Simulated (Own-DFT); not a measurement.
SiC (4H silicon carbide, atoms displaced), SiC (4H silicon carbide, strained, atoms displaced), SiC (2H silicon carbide, atoms displaced) (calculated)

Computed with Own-DFT development build. A calculation, not a measurement: plane-wave PBE density functional theory by an unreviewed code, no spin, of a simulated periodic cell, stress positive in tension, free energy of the whole cell less one offset for each atom, forces on such cells passed a denser k mesh, this cell's mesh not checked; offsets are fitted by least squares, one for each functional and potential file, so energies compare only between cells with the same atoms and settings and are not formation energies; the far tail of each file's local potential was reset to the Coulomb form; each entry is a single point on an unrelaxed cell, so the pressure reflects the starting lattice, mostly measured values (interpolated for alloys), from which strain is counted, and rises with the displacements; printed positions are rounded, which can move forces by about a meV/angstrom; the program, named Own-DFT, is a retired in-house code; no spin-orbit coupling.

Settings shared by all entries: functional PBE; potential files PseudoDojo norm-conserving, scalar-relativistic, standard set; wave cutoff 42 hartree; occupations Fermi-Dirac; smearing width 0.1 eV; hardware one NVIDIA H100.

```json
{"entry": 1, "formula": "SiC", "kind": "4H silicon carbide, atoms displaced", "structure": {"cell_angstrom": [[6.1654, 0.0, 0.0], [-3.0827, 5.3394, 0.0], [0.0, 0.0, 10.0681]], "atoms_fractional": [["Si", 0.00919, 0.01407, 0.4307], ["Si", 0.1789, 0.37572, 0.14815], ["C", 0.96326, 0.99337, 0.09907], ["C", 0.16864, 0.35487, 0.30973], ["Si", 0.99125, 0.4853, 0.41678], ["Si", 0.16004, 0.82575, 0.15635], ["C", 0.02265, 0.50345, 0.09566], ["C", 0.18881, 0.84101, 0.34864], ["Si", 0.50148, 0.98314, 0.40771], ["Si", 0.70396, 0.33309, 0.16257], ["C", 0.49049, 0.0033, 0.11153], ["C", 0.64102, 0.31681, 0.34908], ["Si", 0.51047, 0.48262, 0.40695], ["Si", 0.68279, 0.85334, 0.14135], ["C", 0.51541, 0.50832, 0.09858], ["C", 0.66788, 0.80664, 0.33659], ["Si", 0.01726, 0.00672, 0.90131], ["Si", 0.8394, 0.66564, 0.66126], ["C", 0.99348, 0.9805, 0.59477], ["C", 0.84479, 0.66837, 0.84079], ["Si", 0.00409, 0.51026, 0.90204], ["Si", 0.83516, 0.17079, 0.6741], ["C", 0.00297, 0.49155, 0.59112], ["C", 0.83321, 0.17708, 0.8466], ["Si", 0.52453, 0.01311, 0.90632], ["Si", 0.31737, 0.64771, 0.66514], ["C", 0.49859, 0.99818, 0.58612], ["C", 0.33713, 0.67047, 0.85855], ["Si", 0.49283, 0.49333, 0.90962], ["Si", 0.33041, 0.19184, 0.66121], ["C", 0.47045, 0.47395, 0.59837], ["C", 0.34652, 0.14878, 0.82843]]}, "settings": {"k_mesh": "5 x 5 x 3 centred on Gamma"}, "results": {"free_energy_of_cell_above_offsets [eV]": "6.242", "pressure [GPa]": 11.43, "stress_xx [GPa]": -10.5, "stress_yy [GPa]": -8.67, "stress_zz [GPa]": -15.13, "stress_yz [GPa]": 4.37, "stress_xz [GPa]": 0.15, "stress_xy [GPa]": -0.96, "force_element": ["Si", "Si", "C", "C", "Si", "Si", "C", "C", "Si", "Si", "C", "C", "Si", "Si", "C", "C", "Si", "Si", "C", "C", "Si", "Si", "C", "C", "Si", "Si", "C", "C", "Si", "Si", "C", "C"], "force_x [eV/angstrom]": [0.079, 7.027, 10.92, 0.259, 0.475, -1.654, -6.537, -3.568, 1.63, -4.334, 1.52, 5.493, -4.971, -7.159, 0.594, 0.203, -0.786, -0.7, -0.839, -1.738, 0.481, -1.187, -0.909, 2.941, -2.609, 0.839, 0.214, 0.472, 1.869, 2.268, 1.354, -1.648], "force_y [eV/angstrom]": [-1.259, -5.345, 5.779, -1.384, 1.385, 2.135, 2.875, -1.803, -0.24, 0.284, 0.825, -0.911, 2.564, -6.269, -0.798, 2.417, -0.62, -1.616, 2.365, 0.385, -0.241, -1.75, -0.547, 0.456, -1.813, 3.161, -0.072, -0.225, -0.086, -7.63, 6.308, 1.668], "force_z [eV/angstrom]": [-9.817, -1.829, -5.222, 11.58, -4.845, 2.325, -4.124, 0.274, -1.053, 0.811, -3.903, -0.761, -0.78, 5.566, -2.069, 1.925, 1.743, -1.711, 5.75, 0.885, 2.072, -5.657, 3.398, 1.518, 2.172, -1.325, 3.947, -2.095, 0.642, -2.414, -2.056, 5.057], "wall_time [s]": 132.7}}
{"entry": 2, "formula": "SiC", "kind": "4H silicon carbide, strained, atoms displaced", "structure": {"cell_angstrom": [[9.3584, 0.0231, 0.0266], [-4.6592, 7.9839, -0.1662], [0.0289, -0.1923, 10.0205]], "atoms_fractional": [["Si", 0.00176, 0.00364, 0.39589], ["Si", 0.11675, 0.22469, 0.15693], ["C", 0.99923, 0.98909, 0.09174], ["C", 0.11554, 0.22768, 0.33684], ["Si", 0.00347, 0.32898, 0.40801], ["Si", 0.10112, 0.54899, 0.15916], ["C", 0.00801, 0.33753, 0.0937], ["C", 0.09829, 0.55673, 0.34096], ["Si", 0.9998, 0.66349, 0.40776], ["Si", 0.1129, 0.88509, 0.15569], ["C", 0.00233, 0.67321, 0.08674], ["C", 0.10329, 0.88199, 0.33839], ["Si", 0.34187, 0.002, 0.40288], ["Si", 0.44571, 0.22129, 0.15851], ["C", 0.33831, 0.00159, 0.08175], ["C", 0.4606, 0.22217, 0.34502], ["Si", 0.34079, 0.33667, 0.40376], ["Si", 0.44091, 0.55942, 0.16245], ["C", 0.33122, 0.33803, 0.08899], ["C", 0.4467, 0.55873, 0.34718], ["Si", 0.33431, 0.66019, 0.40789], ["Si", 0.42974, 0.88369, 0.15226], ["C", 0.32846, 0.66246, 0.09346], ["C", 0.44276, 0.88813, 0.34056], ["Si", 0.68212, 0.01314, 0.39668], ["Si", 0.77407, 0.21836, 0.15556], ["C", 0.66424, 0.0067, 0.09754], ["C", 0.77931, 0.22441, 0.34718], ["Si", 0.66523, 0.32407, 0.40262], ["Si", 0.7766, 0.55762, 0.15471], ["C", 0.67157, 0.33846, 0.08759], ["C", 0.78372, 0.56442, 0.33782], ["Si", 0.67257, 0.66458, 0.39873], ["Si", 0.77166, 0.89076, 0.1537], ["C", 0.67335, 0.66857, 0.09742], ["C", 0.77261, 0.87761, 0.34955], ["Si", 0.00396, 0.00722, 0.90035], ["Si", 0.8931, 0.78594, 0.65631], ["C", 0.99962, 0.00554, 0.60119], ["C", 0.90232, 0.78719, 0.84187], ["Si", 0.00524, 0.66305, 0.90717], ["Si", 0.88634, 0.44307, 0.65055], ["C", 0.00295, 0.66737, 0.59427], ["C", 0.88825, 0.44758, 0.84019], ["Si", 0.98919, 0.32272, 0.90508], ["Si", 0.89155, 0.10938, 0.66613], ["C", 0.00424, 0.33965, 0.5877], ["C", 0.88765, 0.10407, 0.83838], ["Si", 0.65859, 0.99064, 0.90845], ["Si", 0.56086, 0.78528, 0.65923], ["C", 0.66108, 0.00369, 0.59567], ["C", 0.55761, 0.78781, 0.83456], ["Si", 0.66103, 0.65624, 0.89935], ["Si", 0.56416, 0.44862, 0.65384], ["C", 0.66722, 0.67692, 0.60306], ["C", 0.54333, 0.44004, 0.83666], ["Si", 0.67256, 0.33843, 0.89597], ["Si", 0.54862, 0.10156, 0.65629], ["C", 0.6597, 0.32532, 0.59228], ["C", 0.55803, 0.11178, 0.84015], ["Si", 0.32778, 0.99611, 0.9199], ["Si", 0.21688, 0.77362, 0.65598], ["C", 0.3296, 0.00299, 0.59112], ["C", 0.23208, 0.77946, 0.83975], ["Si", 0.3346, 0.66744, 0.90602], ["Si", 0.22366, 0.43645, 0.65803], ["C", 0.33881, 0.66536, 0.59214], ["C", 0.21653, 0.4467, 0.8425], ["Si", 0.33931, 0.34337, 0.904], ["Si", 0.22082, 0.11326, 0.64733], ["C", 0.32824, 0.33669, 0.59201], ["C", 0.24129, 0.12301, 0.84062]]}, "settings": {"k_mesh": "4 x 4 x 3 centred on Gamma"}, "results": {"free_energy_of_cell_above_offsets [eV]": "-4.979", "pressure [GPa]": 4.5, "stress_xx [GPa]": 1.83, "stress_yy [GPa]": -4.83, "stress_zz [GPa]": -10.5, "stress_yz [GPa]": -7.53, "stress_xz [GPa]": 1.64, "stress_xy [GPa]": 2.47, "force_element": ["Si", "Si", "C", "C", "Si", "Si", "C", "C", "Si", "Si", "C", "C", "Si", "Si", "C", "C", "Si", "Si", "C", "C", "Si", "Si", "C", "C", "Si", "Si", "C", "C", "Si", "Si", "C", "C", "Si", "Si", "C", "C", "Si", "Si", "C", "C", "Si", "Si", "C", "C", "Si", "Si", "C", "C", "Si", "Si", "C", "C", "Si", "Si", "C", "C", "Si", "Si", "C", "C", "Si", "Si", "C", "C", "Si", "Si", "C", "C", "Si", "Si", "C", "C"], "force_x [eV/angstrom]": [-0.041, -0.493, -1.06, 0.794, -1.09, 0.199, -1.3, 3.349, -1.311, -0.709, 0.539, 1.431, -1.456, 0.177, -1.002, -3.607, -0.301, 1.129, 1.255, 0.843, -1.732, 1.861, -0.195, 1.09, -1.741, 0.422, 0.081, 1.493, 0.906, 1.131, -0.346, 0.633, -1.506, 1.605, -2.403, 0.033, 1.879, 0.207, 0.705, -0.687, -0.439, 0.177, -1.413, 0.712, 0.699, -2.039, 0.269, -1.042, 0.021, -1.384, 2.41, 0.488, 0.601, -1.83, 2.123, 2.558, -1.243, -0.942, 0.656, -0.22, 0.59, 1.653, 0.588, -1.411, -0.051, -2.182, -0.919, 0.667, -1.525, 0.723, 2.842, -1.917], "force_y [eV/angstrom]": [-0.715, -0.855, 2.149, -0.584, 1.535, 1.882, -2.371, -1.439, 1.307, 0.815, -2.171, 1.376, -1.038, 1.238, -0.216, -0.692, -0.263, -0.097, -0.308, -0.942, 1.573, 0.511, 0.192, -0.288, -3.399, 2.752, -2.643, 0.48, 3.022, 0.44, -0.851, -2.316, -0.016, -0.073, -0.533, 3.15, -0.203, -0.863, -0.357, -2.07, 1.875, 0.071, -0.325, -1.035, 1.773, 0.949, -1.334, 0.273, 3.053, -0.001, -0.207, -3.311, 2.854, -0.061, -1.453, 0.703, -1.076, 1.098, 0.838, -0.548, 1.39, 0.936, -1.103, -0.398, 0.127, 2.463, -0.151, -1.063, -1.46, 0.428, -0.968, -1.46], "force_z [eV/angstrom]": [1.57, -2.211, 0.139, 1.521, -1.099, -1.224, -0.328, 0.837, 0.049, -0.813, 1.52, 1.157, 0.742, -1.779, 7.641, -1.113, 0.489, -1.456, 1.538, -0.52, -0.038, 0.8, 0.106, -0.051, 2.524, -0.044, -0.958, -1.597, 1.445, -0.804, 0.523, 1.321, 2.648, 0.443, -1.471, -1.857, 1.005, 0.086, -2.529, 0.354, -1.659, 0.176, -0.418, -0.228, -0.039, -4.098, 1.975, 3.533, -0.399, -2.652, -1.352, 3.437, 0.735, -0.725, -2.169, 0.578, 0.944, 0.054, -0.318, 1.582, -8.875, -0.69, -0.483, 1.53, -0.764, -0.512, 0.717, 0.554, -0.064, 1.788, -1.106, 0.385], "wall_time [s]": 358.3}}
{"entry": 3, "formula": "SiC", "kind": "2H silicon carbide, atoms displaced", "structure": {"cell_angstrom": [[6.1654, 0.0, 0.0], [-3.0827, 5.3394, 0.0], [0.0, 0.0, 10.0681]], "atoms_fractional": [["Si", 0.98162, 0.01813, 0.9865], ["Si", 0.18279, 0.34491, 0.23508], ["C", 0.00506, 0.97998, 0.17984], ["C", 0.16719, 0.34378, 0.43296], ["Si", 0.02476, 0.0103, 0.49655], ["Si", 0.16123, 0.31951, 0.76217], ["C", 0.9802, 0.01178, 0.68554], ["C", 0.14737, 0.32153, 0.94327], ["Si", 0.02654, 0.49663, 0.01452], ["Si", 0.20335, 0.84245, 0.25946], ["C", 0.96043, 0.47399, 0.16449], ["C", 0.14626, 0.84227, 0.42956], ["Si", 0.98053, 0.46352, 0.51284], ["Si", 0.1811, 0.82946, 0.7596], ["C", 0.99871, 0.49534, 0.69871], ["C", 0.17078, 0.82442, 0.91971], ["Si", 0.49435, 0.01225, 0.98418], ["Si", 0.68839, 0.34026, 0.23757], ["C", 0.49597, 0.01247, 0.19896], ["C", 0.67086, 0.32648, 0.43844], ["Si", 0.47663, 0.96295, 0.50795], ["Si", 0.64647, 0.34873, 0.75671], ["C", 0.48693, 0.00824, 0.6851], ["C", 0.67614, 0.32964, 0.9436], ["Si", 0.50104, 0.50264, 0.01604], ["Si", 0.65256, 0.82985, 0.24871], ["C", 0.50706, 0.5168, 0.19599], ["C", 0.66466, 0.82279, 0.43711], ["Si", 0.5389, 0.51433, 0.50215], ["Si", 0.70293, 0.82176, 0.74642], ["C", 0.49788, 0.53626, 0.67388], ["C", 0.66967, 0.83787, 0.93106]]}, "settings": {"k_mesh": "5 x 5 x 3 centred on Gamma"}, "results": {"free_energy_of_cell_above_offsets [eV]": "7.585", "pressure [GPa]": 13.34, "stress_xx [GPa]": -7.61, "stress_yy [GPa]": -12.06, "stress_zz [GPa]": -20.34, "stress_yz [GPa]": 0.85, "stress_xz [GPa]": 7.25, "stress_xy [GPa]": -4.81, "force_element": ["Si", "Si", "C", "C", "Si", "Si", "C", "C", "Si", "Si", "C", "C", "Si", "Si", "C", "C", "Si", "Si", "C", "C", "Si", "Si", "C", "C", "Si", "Si", "C", "C", "Si", "Si", "C", "C"], "force_x [eV/angstrom]": [3.876, -2.473, -1.057, 1.718, -4.714, -1.112, 6.394, 3.788, -3.028, -6.374, 6.009, 4.684, 0.287, -0.915, -0.891, -1.107, 0.6, -5.259, 3.481, 0.068, -0.023, 2.319, 1.025, -1.797, 1.195, 2.687, 0.819, 0.14, -2.532, -6.949, 0.755, -1.613], "force_y [eV/angstrom]": [-5.428, -3.526, 1.7, -0.225, 1.708, 2.542, 1.902, 3.515, 2.708, -1.71, 3.486, -3.312, 2.065, -0.627, -0.132, 0.476, -2.517, -1.707, -0.233, -1.153, 2.388, -1.145, 0.607, 2.798, 0.209, 3.21, -1.738, 1.97, -2.208, 0.427, -4.297, -1.753], "force_z [eV/angstrom]": [4.095, 2.984, -0.025, -0.132, 0.41, -2.78, -1.709, -1.097, -10.95, -1.904, 8.918, 2.205, -1.072, -7.336, -0.386, 8.8, 1.644, 5.428, -3.882, -0.711, -1.852, -1.491, 1.451, -0.511, -3.11, 1.364, -1.684, -0.25, -2.827, 2.288, 3.686, 0.434], "wall_time [s]": 121.5}}
{"entry": 4, "formula": "SiC", "kind": "2H silicon carbide, atoms displaced", "structure": {"cell_angstrom": [[6.1654, 0.0, 0.0], [-3.0827, 5.3394, 0.0], [0.0, 0.0, 10.0681]], "atoms_fractional": [["Si", 0.99702, 0.00712, 0.00197], ["Si", 0.16458, 0.33328, 0.24699], ["C", 0.99737, 0.99912, 0.18731], ["C", 0.15548, 0.32384, 0.4388], ["Si", 0.99608, 0.99747, 0.50536], ["Si", 0.1713, 0.33223, 0.75529], ["C", 0.00654, 0.00526, 0.69219], ["C", 0.17031, 0.32771, 0.93736], ["Si", 0.00786, 0.50082, 0.9963], ["Si", 0.16869, 0.83642, 0.24969], ["C", 0.99871, 0.49532, 0.18266], ["C", 0.16833, 0.82638, 0.43899], ["Si", 0.99969, 0.50371, 0.50132], ["Si", 0.16534, 0.84562, 0.7566], ["C", 0.99647, 0.49624, 0.68449], ["C", 0.16064, 0.82719, 0.93981], ["Si", 0.49695, 0.00541, 0.00018], ["Si", 0.66127, 0.32893, 0.25483], ["C", 0.50917, 0.00414, 0.19111], ["C", 0.66931, 0.33612, 0.43683], ["Si", 0.49178, 0.99923, 0.49822], ["Si", 0.66845, 0.34086, 0.75136], ["C", 0.50593, 0.99513, 0.69147], ["C", 0.66661, 0.34236, 0.93943], ["Si", 0.50012, 0.50052, 0.99964], ["Si", 0.66734, 0.83343, 0.24363], ["C", 0.49299, 0.49511, 0.18774], ["C", 0.66582, 0.83539, 0.43678], ["Si", 0.5021, 0.49873, 0.50511], ["Si", 0.66948, 0.83861, 0.74275], ["C", 0.4947, 0.49912, 0.68087], ["C", 0.67412, 0.83112, 0.93922]]}, "settings": {"k_mesh": "5 x 5 x 3 centred on Gamma"}, "results": {"free_energy_of_cell_above_offsets [eV]": "-4.357", "pressure [GPa]": 4.0, "stress_xx [GPa]": -2.7, "stress_yy [GPa]": -2.81, "stress_zz [GPa]": -6.5, "stress_yz [GPa]": 0.85, "stress_xz [GPa]": -0.59, "stress_xy [GPa]": 0.0, "force_element": ["Si", "Si", "C", "C", "Si", "Si", "C", "C", "Si", "Si", "C", "C", "Si", "Si", "C", "C", "Si", "Si", "C", "C", "Si", "Si", "C", "C", "Si", "Si", "C", "C", "Si", "Si", "C", "C"], "force_x [eV/angstrom]": [1.019, -0.309, 0.58, 0.834, 0.202, -1.035, -0.54, -0.424, -1.037, 0.161, -0.427, -1.377, 0.668, 1.774, 0.196, 0.15, 0.908, 0.498, -1.337, -0.508, 1.531, 0.32, -2.262, 0.862, 0.211, 0.156, 0.591, 0.078, -1.116, 0.703, 0.694, -1.765], "force_y [eV/angstrom]": [-1.482, -0.225, 0.203, 0.889, 0.086, 0.798, -0.12, 0.92, -0.46, -0.788, 0.636, 0.868, -1.2, -1.84, 0.936, 1.35, -0.383, 1.025, -0.366, -0.21, 0.196, -0.727, 1.411, -0.824, 0.443, -0.609, 0.265, -0.52, 0.036, -1.051, 0.221, 0.519], "force_z [eV/angstrom]": [0.006, 1.188, -0.04, -0.096, -1.267, -1.714, -0.526, 0.205, 0.637, -0.203, 0.888, -0.328, -0.424, -1.173, 1.823, 0.305, -0.067, -1.303, -0.855, 0.943, 0.623, -0.541, -0.715, -0.501, 0.592, 1.59, -0.119, 0.297, -3.07, 1.795, 2.818, -0.767], "wall_time [s]": 139.0}}
{"entry": 5, "formula": "SiC", "kind": "4H silicon carbide, strained, atoms displaced", "structure": {"cell_angstrom": [[9.1867, 0.0681, -0.1532], [-4.5344, 7.9505, 0.2242], [-0.1668, 0.1855, 9.9586]], "atoms_fractional": [["Si", 0.99456, 0.00383, 0.41034], ["Si", 0.11362, 0.21794, 0.15417], ["C", 0.99179, 0.99971, 0.09526], ["C", 0.10929, 0.22638, 0.34563], ["Si", 0.00493, 0.34238, 0.40843], ["Si", 0.09414, 0.54559, 0.16042], ["C", 0.00985, 0.3377, 0.09096], ["C", 0.1115, 0.55555, 0.34089], ["Si", 0.99546, 0.67033, 0.4087], ["Si", 0.10103, 0.89224, 0.15525], ["C", 0.99305, 0.66516, 0.10148], ["C", 0.11133, 0.88127, 0.34262], ["Si", 0.32339, 0.99633, 0.41322], ["Si", 0.44437, 0.22341, 0.15663], ["C", 0.33744, 0.99463, 0.10088], ["C", 0.44067, 0.21221, 0.34605], ["Si", 0.3264, 0.3304, 0.40642], ["Si", 0.44492, 0.55765, 0.14994], ["C", 0.33421, 0.3321, 0.09132], ["C", 0.45128, 0.55967, 0.35202], ["Si", 0.3343, 0.67008, 0.4117], ["Si", 0.43749, 0.87897, 0.15406], ["C", 0.33927, 0.66459, 0.09732], ["C", 0.44841, 0.89123, 0.34239], ["Si", 0.65897, 0.99456, 0.40143], ["Si", 0.78055, 0.21634, 0.15043], ["C", 0.66915, 0.00438, 0.08788], ["C", 0.78798, 0.22319, 0.33878], ["Si", 0.66993, 0.32842, 0.40396], ["Si", 0.78554, 0.5578, 0.16182], ["C", 0.66089, 0.32772, 0.08812], ["C", 0.7728, 0.55694, 0.33745], ["Si", 0.66321, 0.66135, 0.40935], ["Si", 0.77916, 0.89127, 0.1529], ["C", 0.6793, 0.66486, 0.08116], ["C", 0.77142, 0.88709, 0.34314], ["Si", 0.99645, 0.00167, 0.91096], ["Si", 0.89554, 0.78073, 0.65669], ["C", 0.00616, 0.99963, 0.59196], ["C", 0.88377, 0.78978, 0.84301], ["Si", 0.99933, 0.66939, 0.91043], ["Si", 0.88686, 0.43863, 0.65387], ["C", 0.9835, 0.66264, 0.60053], ["C", 0.89636, 0.4478, 0.84544], ["Si", 0.00113, 0.33875, 0.90703], ["Si", 0.8837, 0.10804, 0.66763], ["C", 5e-05, 0.34059, 0.59697], ["C", 0.88464, 0.1031, 0.85149], ["Si", 0.67307, 0.99812, 0.90824], ["Si", 0.56937, 0.78303, 0.65465], ["C", 0.66872, 0.00298, 0.58725], ["C", 0.56357, 0.77135, 0.85374], ["Si", 0.67058, 0.67097, 0.90809], ["Si", 0.55916, 0.44244, 0.66309], ["C", 0.66156, 0.66689, 0.59605], ["C", 0.55993, 0.44906, 0.84701], ["Si", 0.66477, 0.33808, 0.9011], ["Si", 0.5579, 0.11215, 0.65011], ["C", 0.66826, 0.3467, 0.59018], ["C", 0.5603, 0.10825, 0.83767], ["Si", 0.34079, 0.00018, 0.90991], ["Si", 0.22649, 0.78529, 0.66155], ["C", 0.32826, 0.00755, 0.59128], ["C", 0.21793, 0.78241, 0.84471], ["Si", 0.33279, 0.66686, 0.90828], ["Si", 0.22613, 0.44791, 0.64558], ["C", 0.33275, 0.65672, 0.6012], ["C", 0.21935, 0.44049, 0.84267], ["Si", 0.34052, 0.33227, 0.90283], ["Si", 0.21393, 0.09529, 0.66633], ["C", 0.32635, 0.33365, 0.59401], ["C", 0.22035, 0.10886, 0.84309]]}, "settings": {"k_mesh": "4 x 4 x 3 centred on Gamma"}, "results": {"free_energy_of_cell_above_offsets [eV]": "-4.757", "pressure [GPa]": 10.32, "stress_xx [GPa]": -10.03, "stress_yy [GPa]": -6.91, "stress_zz [GPa]": -14.03, "stress_yz [GPa]": 6.26, "stress_xz [GPa]": -5.68, "stress_xy [GPa]": 4.43, "force_element": ["Si", "Si", "C", "C", "Si", "Si", "C", "C", "Si", "Si", "C", "C", "Si", "Si", "C", "C", "Si", "Si", "C", "C", "Si", "Si", "C", "C", "Si", "Si", "C", "C", "Si", "Si", "C", "C", "Si", "Si", "C", "C", "Si", "Si", "C", "C", "Si", "Si", "C", "C", "Si", "Si", "C", "C", "Si", "Si", "C", "C", "Si", "Si", "C", "C", "Si", "Si", "C", "C", "Si", "Si", "C", "C", "Si", "Si", "C", "C", "Si", "Si", "C", "C"], "force_x [eV/angstrom]": [0.794, -0.358, 0.979, 0.269, -0.158, 2.629, -1.357, -0.484, 0.3, 3.05, 1.35, -1.921, 1.379, 1.176, -2.895, -0.392, 1.762, 2.827, -0.316, -1.759, 0.648, 1.772, -3.197, -1.84, 1.61, -0.72, -0.406, -1.223, -0.936, -2.002, 1.025, 0.85, 0.486, -0.979, -1.97, 0.948, 1.852, -2.831, -1.973, 2.232, -0.725, -0.86, 3.511, -2.412, 1.688, 1.166, 0.796, -0.525, -1.467, -2.23, -0.139, -4.149, 1.989, -2.5, 2.375, -0.734, 2.478, -0.724, 1.393, -0.757, -0.55, -0.339, 2.108, 0.994, 0.574, -0.731, -0.747, 0.4, -1.66, -0.698, 1.971, 0.283], "force_y [eV/angstrom]": [-0.7, 1.208, 1.05, -0.563, -1.69, 1.388, -1.079, 1.209, -1.651, -1.079, 1.185, 1.912, -0.097, -1.062, 1.053, 1.622, 0.42, -1.014, 0.036, -1.22, -0.392, 0.818, 0.225, -0.808, 1.405, 1.351, -1.353, -0.204, 0.395, -1.946, 0.863, -0.445, 0.904, -1.7, 0.65, -0.071, -0.462, -0.023, 0.055, -1.199, 0.016, 1.462, 0.263, 0.37, -1.112, 0.718, -1.682, 2.696, -0.923, -0.915, 0.052, 2.256, -1.602, 0.809, -0.156, 0.214, -1.388, 0.492, -2.455, 0.627, 0.076, -1.799, -1.34, -0.105, -0.742, -2.637, 5.073, 0.717, 0.049, 3.328, -1.38, 0.027], "force_z [eV/angstrom]": [-1.451, 0.754, -0.226, -0.622, -0.076, -0.883, 0.469, 2.024, 0.096, 0.682, -1.79, 0.421, -2.582, 0.439, -1.638, -0.032, 0.313, 1.816, 0.105, -1.929, -0.871, 1.025, -1.072, 0.769, -0.14, 0.202, 1.412, 0.763, -0.814, -2.295, 1.034, 2.725, -0.148, 0.662, 4.3, 0.036, -0.653, 0.555, 1.298, 0.257, -0.551, 1.232, -1.566, -0.488, -0.355, -2.317, -0.682, -0.805, -0.718, 1.457, 0.992, -2.384, -1.473, -1.552, -0.207, -0.712, 0.933, 0.181, 0.17, 0.51, -0.055, -1.204, 1.492, 1.137, -0.635, 3.423, -1.239, -0.192, -0.022, -2.254, 0.44, 2.509], "wall_time [s]": 394.2}}
```
